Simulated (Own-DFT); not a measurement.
GaP (zincblende, strongly disordered by large displacements) (calculated)

Computed with Own-DFT development build. A calculation, not a measurement: plane-wave PBE density functional theory by an unreviewed code, no spin, of a simulated periodic cell, stress positive in tension, free energy of the whole cell less one offset for each atom, forces on such cells passed a denser k mesh, this cell's mesh not checked; broken bonds can close the gap or carry spin, so checks made on this kind of crystal may not hold here; offsets are fitted by least squares, one for each functional and potential file, so energies compare only between cells with the same atoms and settings and are not formation energies; the far tail of each file's local potential was reset to the Coulomb form; each entry is a single point on an unrelaxed cell, so the pressure reflects the starting lattice, mostly measured values (interpolated for alloys), from which strain is counted, and rises with the displacements; printed positions are rounded, which can move forces by about a meV/angstrom; the program, named Own-DFT, is a retired in-house code; no spin-orbit coupling.

Common to all runs: functional PBE; potential files PseudoDojo norm-conserving, scalar-relativistic, standard set; wave cutoff 42 hartree; occupations Fermi-Dirac; smearing width 0.1 eV; hardware one NVIDIA H100; k mesh 3 x 3 x 3 centred on Gamma.

(1) 
```cif
# cell vector a (Å): 10.9010 0.0000 0.0000
# cell vector b (Å): 0.0000 10.9010 0.0000
# cell vector c (Å): 0.0000 0.0000 10.9010
data_GaP
_symmetry_space_group_name_H-M 'P 1'
_symmetry_Int_Tables_number 1
_cell_length_a 10.9010
_cell_length_b 10.9010
_cell_length_c 10.9010
_cell_angle_alpha 90.000
_cell_angle_beta 90.000
_cell_angle_gamma 90.000
_cell_volume 1295.39
loop_
_atom_site_label
_atom_site_type_symbol
_atom_site_fract_x
_atom_site_fract_y
_atom_site_fract_z
_atom_site_occupancy
Ga1 Ga 0.92811 0.03299 0.01837 1
Ga2 Ga 0.97320 0.28720 0.23180 1
Ga3 Ga 0.16718 0.01476 0.24849 1
Ga4 Ga 0.22390 0.24978 0.96221 1
P1 P 0.17842 0.12393 0.10224 1
P2 P 0.08259 0.37658 0.35676 1
P3 P 0.36657 0.11033 0.37575 1
P4 P 0.37404 0.39495 0.11035 1
Ga5 Ga 0.98284 0.00608 0.53669 1
Ga6 Ga 0.01127 0.25402 0.71789 1
Ga7 Ga 0.25284 0.03679 0.75432 1
Ga8 Ga 0.25255 0.26391 0.48596 1
P5 P 0.11295 0.07765 0.64718 1
P6 P 0.13413 0.35684 0.80420 1
P7 P 0.33068 0.09513 0.90915 1
P8 P 0.33343 0.38806 0.60669 1
Ga9 Ga 0.99273 0.51338 0.99247 1
Ga10 Ga 0.03479 0.75951 0.27058 1
Ga11 Ga 0.19795 0.44481 0.23237 1
Ga12 Ga 0.24022 0.73476 0.01604 1
P9 P 0.12251 0.62840 0.12976 1
P10 P 0.13990 0.86905 0.37249 1
P11 P 0.36798 0.62995 0.41096 1
P12 P 0.45583 0.88204 0.13203 1
Ga13 Ga 0.97897 0.52157 0.48831 1
Ga14 Ga 0.00452 0.72583 0.74142 1
Ga15 Ga 0.26143 0.48929 0.73594 1
Ga16 Ga 0.26795 0.77861 0.50335 1
P13 P 0.12445 0.58055 0.66110 1
P14 P 0.08491 0.91542 0.88807 1
P15 P 0.37073 0.59145 0.85214 1
P16 P 0.36995 0.81848 0.69098 1
Ga17 Ga 0.48236 0.97574 0.97840 1
Ga18 Ga 0.48427 0.25430 0.23119 1
Ga19 Ga 0.69201 0.99210 0.27716 1
Ga20 Ga 0.78557 0.21332 0.02185 1
P17 P 0.64081 0.14033 0.18313 1
P18 P 0.65129 0.35483 0.37390 1
P19 P 0.86431 0.11105 0.35908 1
P20 P 0.84032 0.38927 0.12402 1
Ga21 Ga 0.50933 0.99819 0.46742 1
Ga22 Ga 0.50536 0.25011 0.75458 1
Ga23 Ga 0.78208 0.01448 0.71369 1
Ga24 Ga 0.76254 0.27430 0.49899 1
P21 P 0.61194 0.12238 0.67869 1
P22 P 0.61417 0.35299 0.85855 1
P23 P 0.93945 0.12420 0.82095 1
P24 P 0.84313 0.37270 0.66064 1
Ga25 Ga 0.54890 0.46457 0.02492 1
Ga26 Ga 0.55911 0.74511 0.22723 1
Ga27 Ga 0.77652 0.50588 0.24957 1
Ga28 Ga 0.75130 0.73007 0.99003 1
P25 P 0.61871 0.58082 0.14758 1
P26 P 0.59295 0.86426 0.35880 1
P27 P 0.89080 0.67323 0.40155 1
P28 P 0.93330 0.85786 0.11252 1
Ga29 Ga 0.50250 0.52780 0.48101 1
Ga30 Ga 0.49110 0.76097 0.81263 1
Ga31 Ga 0.67602 0.46617 0.73168 1
Ga32 Ga 0.72799 0.68916 0.50221 1
P29 P 0.60072 0.62655 0.61762 1
P30 P 0.60084 0.89271 0.86657 1
P31 P 0.87146 0.69335 0.85719 1
P32 P 0.86443 0.87312 0.63203 1
_calc_free_energy_of_cell_above_offsets '32.624'  # eV
_calc_pressure 17.74  # GPa
_calc_stress_xx -16.38  # GPa
_calc_stress_yy -17.65  # GPa
_calc_stress_zz -19.18  # GPa
_calc_stress_yz -0.82  # GPa
_calc_stress_xz -0.3  # GPa
_calc_stress_xy -0.57  # GPa
_calc_wall_time 586.6  # s
```

Force:
```
element  x (eV/Å)  y (eV/Å)  z (eV/Å)
     Ga     1.201     1.343     0.268
     Ga    -1.258    -4.469    -1.212
     Ga     1.246    -0.223     2.311
     Ga     0.292     4.075    -0.252
      P    -2.253     0.939    -0.931
      P    -0.113    -0.879     6.914
      P    -1.484     1.561     -1.15
      P    -1.643    -1.463     0.226
     Ga     -2.54    -1.238    -5.255
     Ga    -1.514     1.932    -5.414
     Ga     2.718     -4.82    -0.872
     Ga    -1.438    -2.568     -1.79
      P    -0.343     3.902    -1.673
      P     1.554     2.554     5.684
      P     3.965     0.886     2.157
      P     6.201    -2.822    -3.149
     Ga    -0.722     0.146    -0.896
     Ga    -3.015    -2.746    -2.771
     Ga     4.454     3.625    -3.703
     Ga     2.061     2.333    -2.724
      P    -1.153     -2.83      1.59
      P     1.491     2.453     4.547
      P    -3.388     1.436    -4.514
      P    -4.109    -1.575     3.169
     Ga     1.396    -2.266     2.749
     Ga      4.31     2.822    -2.846
     Ga     1.544     0.772     3.942
     Ga     0.877     -0.58     2.003
      P    -5.542     4.188    -4.997
      P     1.194    -1.911     0.203
      P     2.299     2.053     4.574
      P    -5.612     4.211    -5.051
     Ga    -1.819     4.321    -0.288
     Ga    -1.467     0.306     1.429
     Ga     5.575      0.62     -0.22
     Ga    -1.105    -0.505    -0.401
      P     0.065      3.04    -4.636
      P    -4.198     3.653    -2.935
      P     0.815     0.434     1.411
      P      2.51    -1.737    -5.298
     Ga    -1.116     1.858     3.976
     Ga    -7.186     0.006    -1.268
     Ga    -2.105     3.454     3.149
     Ga     2.128    -3.276     2.212
      P     1.972    -3.712    -4.587
      P     1.676    -0.755     8.179
      P    -3.378     -4.77     3.573
      P     2.032     0.738    -2.129
     Ga    -2.655    -2.251    -4.061
     Ga    -2.499    -3.022    -2.586
     Ga     -1.14      2.73     5.316
     Ga    -3.366       1.9     3.907
      P       2.8     2.717     1.116
      P     0.847     -3.08     6.973
      P     0.247    -0.192    -3.008
      P    -1.501    -1.228     0.009
     Ga     2.003    -5.032     0.102
     Ga     0.272    -6.271     0.878
     Ga     2.123     4.599    -3.388
     Ga     1.497      3.84    -1.445
      P    -1.881    -0.372     5.546
      P     8.991     1.513    -1.019
      P    -1.762    -4.584     1.094
      P     0.946    -5.782    -2.739
```

(2) 
```cif
# cell vector a (Å): 10.9010 0.0000 0.0000
# cell vector b (Å): 0.0000 10.9010 0.0000
# cell vector c (Å): 0.0000 0.0000 10.9010
data_GaP
_symmetry_space_group_name_H-M 'P 1'
_symmetry_Int_Tables_number 1
_cell_length_a 10.9010
_cell_length_b 10.9010
_cell_length_c 10.9010
_cell_angle_alpha 90.000
_cell_angle_beta 90.000
_cell_angle_gamma 90.000
_cell_volume 1295.39
loop_
_atom_site_label
_atom_site_type_symbol
_atom_site_fract_x
_atom_site_fract_y
_atom_site_fract_z
_atom_site_occupancy
Ga1 Ga 0.00676 0.00262 0.05082 1
Ga2 Ga 0.02590 0.23031 0.25087 1
Ga3 Ga 0.21715 0.98404 0.24991 1
Ga4 Ga 0.24356 0.22577 0.00653 1
P1 P 0.12005 0.12982 0.12889 1
P2 P 0.12730 0.40734 0.35533 1
P3 P 0.37029 0.14028 0.36380 1
P4 P 0.37745 0.36787 0.16260 1
Ga5 Ga 0.01431 0.00415 0.49699 1
Ga6 Ga 0.01920 0.25586 0.74447 1
Ga7 Ga 0.22056 0.00868 0.72208 1
Ga8 Ga 0.28493 0.27680 0.48510 1
P5 P 0.13360 0.12363 0.57766 1
P6 P 0.12901 0.37730 0.88154 1
P7 P 0.37881 0.10449 0.86427 1
P8 P 0.39904 0.40237 0.62265 1
Ga9 Ga 0.99710 0.49449 0.99226 1
Ga10 Ga 0.97909 0.75005 0.25518 1
Ga11 Ga 0.25125 0.48585 0.23444 1
Ga12 Ga 0.25813 0.75794 0.01428 1
P9 P 0.10655 0.64674 0.09878 1
P10 P 0.13160 0.86161 0.35756 1
P11 P 0.37065 0.65759 0.38400 1
P12 P 0.35274 0.87730 0.11771 1
Ga13 Ga 0.00311 0.46918 0.51803 1
Ga14 Ga 0.98932 0.75189 0.74647 1
Ga15 Ga 0.24323 0.51389 0.74989 1
Ga16 Ga 0.27231 0.75746 0.52419 1
P13 P 0.10726 0.64934 0.62414 1
P14 P 0.10891 0.85473 0.88185 1
P15 P 0.37334 0.64893 0.89290 1
P16 P 0.37974 0.86850 0.62865 1
Ga17 Ga 0.50671 0.98062 0.99217 1
Ga18 Ga 0.52467 0.24615 0.22771 1
Ga19 Ga 0.73729 0.00477 0.23541 1
Ga20 Ga 0.74303 0.23847 0.99084 1
P17 P 0.63598 0.14156 0.12491 1
P18 P 0.61171 0.38361 0.35328 1
P19 P 0.88659 0.15134 0.34530 1
P20 P 0.87704 0.35901 0.11681 1
Ga21 Ga 0.48074 0.02826 0.48360 1
Ga22 Ga 0.51781 0.27307 0.76489 1
Ga23 Ga 0.73511 0.98998 0.72329 1
Ga24 Ga 0.79482 0.22636 0.48360 1
P21 P 0.64855 0.13523 0.60334 1
P22 P 0.62402 0.36748 0.88196 1
P23 P 0.86805 0.14489 0.87342 1
P24 P 0.86786 0.33333 0.61132 1
Ga25 Ga 0.48640 0.51989 0.00494 1
Ga26 Ga 0.50323 0.73535 0.25633 1
Ga27 Ga 0.73310 0.49593 0.23099 1
Ga28 Ga 0.74041 0.74138 0.98090 1
P25 P 0.62114 0.63224 0.13572 1
P26 P 0.65971 0.86714 0.37160 1
P27 P 0.88913 0.64201 0.38601 1
P28 P 0.88690 0.85983 0.12255 1
Ga29 Ga 0.53332 0.47513 0.49195 1
Ga30 Ga 0.51143 0.76135 0.72351 1
Ga31 Ga 0.74196 0.51860 0.74379 1
Ga32 Ga 0.70871 0.73650 0.49247 1
P29 P 0.61429 0.62704 0.62831 1
P30 P 0.59342 0.83983 0.86532 1
P31 P 0.88585 0.63475 0.86645 1
P32 P 0.91571 0.92766 0.62958 1
_calc_free_energy_of_cell_above_offsets '-1.867'  # eV
_calc_pressure 10.18  # GPa
_calc_stress_xx -9.51  # GPa
_calc_stress_yy -9.2  # GPa
_calc_stress_zz -11.83  # GPa
_calc_stress_yz -1.37  # GPa
_calc_stress_xz 2.06  # GPa
_calc_stress_xy -0.72  # GPa
_calc_wall_time 564.4  # s
```

Force:
```
element  x (eV/Å)  y (eV/Å)  z (eV/Å)
     Ga    -2.271    -2.092    -4.975
     Ga     0.022     6.386     1.149
     Ga      3.69     3.273    -2.211
     Ga      2.54     1.731    -1.657
      P     3.815    -1.025    -0.581
      P    -1.715    -3.359     2.855
      P    -0.129    -0.719    -2.763
      P     1.295    -1.453    -4.925
     Ga    -0.238    -0.792    -6.735
     Ga    -0.628    -1.249    -0.042
     Ga     1.018    -1.774     2.417
     Ga    -1.792         1     0.706
      P     2.888     4.916     2.357
      P     1.144    -0.656    -0.897
      P    -0.428     1.521    -0.221
      P    -1.726    -1.364     1.533
     Ga    -0.613     0.373     0.729
     Ga     2.703    -0.294    -0.507
     Ga    -0.806     5.737    -0.131
     Ga    -3.336      -1.7    -2.794
      P     0.179    -1.916     1.919
      P    -2.339    -2.231     4.179
      P     0.391    -3.883    -0.926
      P     4.175     3.218     3.461
     Ga    -0.179     2.071    -0.846
     Ga    -0.146     2.713    -0.749
     Ga     0.446     0.887     0.383
     Ga    -3.859    -1.692      -2.2
      P     1.961    -2.899    -1.182
      P     1.386      2.78     0.328
      P      0.34     -1.58    -3.013
      P     0.483     5.349     0.666
     Ga    -1.376     1.081     0.803
     Ga    -3.505     1.227     3.692
     Ga     2.709    -1.024     0.507
     Ga     1.369     2.114     0.153
      P     0.238    -4.574     -2.77
      P     3.404    -2.619     -1.48
      P    -0.934    -5.819    -1.231
      P    -0.211     1.191     0.376
     Ga     2.436    -2.016     1.708
     Ga    -3.436    -3.588    -3.887
     Ga     0.966     0.211     1.479
     Ga    -5.034    -0.446    -0.488
      P    -2.773     0.063     0.195
      P     1.947     4.831     2.614
      P     1.788    -3.055    -1.186
      P     2.231     5.589     4.719
     Ga     0.473    -1.777     0.685
     Ga    -0.714     2.955     0.547
     Ga      3.07    -0.374     0.824
     Ga     0.637     0.105      1.08
      P     0.611    -0.157    -2.969
      P     -3.94     3.749    -2.385
      P    -2.923    -3.343     2.459
      P    -3.879     1.538     -1.13
     Ga    -2.511      3.81     2.068
     Ga    -3.467    -2.369    -0.944
     Ga     1.467    -1.921     1.399
     Ga       4.2    -1.846      0.93
      P     0.355    -2.317    -1.382
      P     4.616     3.712     3.473
      P    -2.326    -2.332     0.499
      P    -3.758    -3.875     4.315
```

(3) 
```cif
# cell vector a (Å): 10.9010 0.0000 0.0000
# cell vector b (Å): 0.0000 10.9010 0.0000
# cell vector c (Å): 0.0000 0.0000 10.9010
data_GaP
_symmetry_space_group_name_H-M 'P 1'
_symmetry_Int_Tables_number 1
_cell_length_a 10.9010
_cell_length_b 10.9010
_cell_length_c 10.9010
_cell_angle_alpha 90.000
_cell_angle_beta 90.000
_cell_angle_gamma 90.000
_cell_volume 1295.39
loop_
_atom_site_label
_atom_site_type_symbol
_atom_site_fract_x
_atom_site_fract_y
_atom_site_fract_z
_atom_site_occupancy
Ga1 Ga 0.98801 0.04711 0.97809 1
Ga2 Ga 0.98724 0.26093 0.27053 1
Ga3 Ga 0.26045 0.03452 0.28281 1
Ga4 Ga 0.28668 0.21648 0.00543 1
P1 P 0.14818 0.10035 0.09568 1
P2 P 0.10908 0.39427 0.33991 1
P3 P 0.39594 0.11661 0.36036 1
P4 P 0.34919 0.34419 0.13444 1
Ga5 Ga 0.95422 0.99051 0.49653 1
Ga6 Ga 0.98788 0.20388 0.75664 1
Ga7 Ga 0.22081 0.99452 0.74980 1
Ga8 Ga 0.25118 0.25997 0.46480 1
P5 P 0.08779 0.16645 0.60128 1
P6 P 0.11228 0.40448 0.91334 1
P7 P 0.36283 0.08252 0.87565 1
P8 P 0.38575 0.33182 0.65090 1
Ga9 Ga 0.95633 0.46780 0.96608 1
Ga10 Ga 0.04108 0.72149 0.29196 1
Ga11 Ga 0.26721 0.55907 0.21920 1
Ga12 Ga 0.28837 0.74625 0.97428 1
P9 P 0.13759 0.64009 0.08520 1
P10 P 0.10169 0.84015 0.41893 1
P11 P 0.37131 0.64057 0.38636 1
P12 P 0.37654 0.85340 0.11063 1
Ga13 Ga 0.01584 0.50796 0.43733 1
Ga14 Ga 0.96450 0.76033 0.77952 1
Ga15 Ga 0.29709 0.46711 0.71353 1
Ga16 Ga 0.23297 0.72374 0.45310 1
P13 P 0.11272 0.64556 0.64318 1
P14 P 0.13541 0.87541 0.87913 1
P15 P 0.39611 0.60440 0.85844 1
P16 P 0.42577 0.87660 0.63996 1
Ga17 Ga 0.47075 0.06585 0.01416 1
Ga18 Ga 0.57315 0.25321 0.26260 1
Ga19 Ga 0.74502 0.01229 0.23534 1
Ga20 Ga 0.73212 0.24157 0.97910 1
P17 P 0.63960 0.13350 0.11571 1
P18 P 0.62492 0.34891 0.40141 1
P19 P 0.87338 0.16640 0.37262 1
P20 P 0.88605 0.30844 0.13410 1
Ga21 Ga 0.46186 0.05284 0.50981 1
Ga22 Ga 0.47981 0.24412 0.76691 1
Ga23 Ga 0.78289 0.96156 0.75773 1
Ga24 Ga 0.77025 0.31359 0.49537 1
P21 P 0.65046 0.11298 0.68666 1
P22 P 0.61713 0.33950 0.88218 1
P23 P 0.89774 0.07382 0.83067 1
P24 P 0.89230 0.37673 0.60594 1
Ga25 Ga 0.48752 0.53081 0.04862 1
Ga26 Ga 0.61184 0.73236 0.27403 1
Ga27 Ga 0.71681 0.57762 0.21948 1
Ga28 Ga 0.74502 0.75222 0.00992 1
P25 P 0.61914 0.68167 0.10730 1
P26 P 0.63878 0.85150 0.40128 1
P27 P 0.85766 0.63238 0.39895 1
P28 P 0.90979 0.86124 0.06873 1
Ga29 Ga 0.46323 0.52076 0.47451 1
Ga30 Ga 0.47082 0.74583 0.78408 1
Ga31 Ga 0.78385 0.51551 0.79729 1
Ga32 Ga 0.76338 0.80004 0.51556 1
P29 P 0.64626 0.63648 0.59010 1
P30 P 0.64899 0.82100 0.82022 1
P31 P 0.84797 0.65043 0.89108 1
P32 P 0.86865 0.89904 0.62070 1
_calc_free_energy_of_cell_above_offsets '48.291'  # eV
_calc_pressure 21.43  # GPa
_calc_stress_xx -21.58  # GPa
_calc_stress_yy -18.4  # GPa
_calc_stress_zz -24.31  # GPa
_calc_stress_yz -0.87  # GPa
_calc_stress_xz -4.71  # GPa
_calc_stress_xy 0.39  # GPa
_calc_wall_time 612.1  # s
```

Force:
```
element  x (eV/Å)  y (eV/Å)  z (eV/Å)
     Ga     3.717    -2.845     7.111
     Ga     6.875    -0.727     0.241
     Ga    -6.919    -5.175    -4.614
     Ga    -2.005     1.048    -1.348
      P    -0.487    -0.112     2.581
      P     7.237    -2.667    -3.096
      P     2.677     6.833    -3.261
      P     2.812     2.937      2.63
     Ga     4.956     5.757     -5.04
     Ga     2.528     8.498     -1.16
     Ga     0.779     0.755    -3.482
     Ga    -0.666     0.399     0.799
      P     3.235    -2.539    -3.094
      P     6.955    -3.801    -3.442
      P     -2.41      1.46    -6.673
      P    -1.041      -1.5    -10.43
     Ga    -5.253     1.794     3.415
     Ga    -2.512    -2.742    -5.139
     Ga     0.002    -1.954    -0.153
     Ga    -2.068     -0.38    -1.083
      P    -1.691    -0.073     0.663
      P    -2.275     8.861     0.872
      P     2.366     1.621    -7.599
      P     2.195     2.625     2.379
     Ga    -3.573     4.046     6.292
     Ga     3.475     1.538    -2.002
     Ga    -6.159     7.755     3.975
     Ga    -1.652     0.039     6.443
      P     1.002    -1.532     -1.14
      P    -1.952    -1.634     0.946
      P     -3.07    -6.231     2.939
      P     -2.25     1.497     -1.78
     Ga     4.012    -3.292     6.163
     Ga    -3.698     -2.44    -4.987
     Ga     1.966    -2.126     1.506
     Ga     5.645    -2.136     2.347
      P    -1.749    -1.435    -0.527
      P    -4.891     6.594     1.577
      P    -4.374     -5.92     3.333
      P    -5.069     3.772    -7.581
     Ga     4.623    -3.991     8.366
     Ga     4.847    -6.089     4.977
     Ga    -9.871    -0.705     3.623
     Ga     0.498    -4.194      0.06
      P    -1.952      1.52    -2.113
      P    -2.066     6.122    -2.168
      P    -3.671     1.766     1.529
      P     4.944     3.348     6.077
     Ga    -1.294     -2.44    -0.915
     Ga    -4.416     1.664     4.658
     Ga      6.77    -8.155     3.891
     Ga     3.109     6.382    -2.894
      P     -8.68    -1.871    -6.366
      P    -4.425     8.682     -1.14
      P    -0.366     0.321    -1.638
      P     0.108     1.167     2.201
     Ga     6.287    -6.058     4.911
     Ga     2.652     4.431    -3.456
     Ga    -4.152    -7.259    -6.472
     Ga     0.993     -6.46     0.567
      P    -0.804    -1.286     1.377
      P     1.467      0.19     1.809
      P     3.772     1.036      2.72
      P     4.956    -4.685     1.815
```
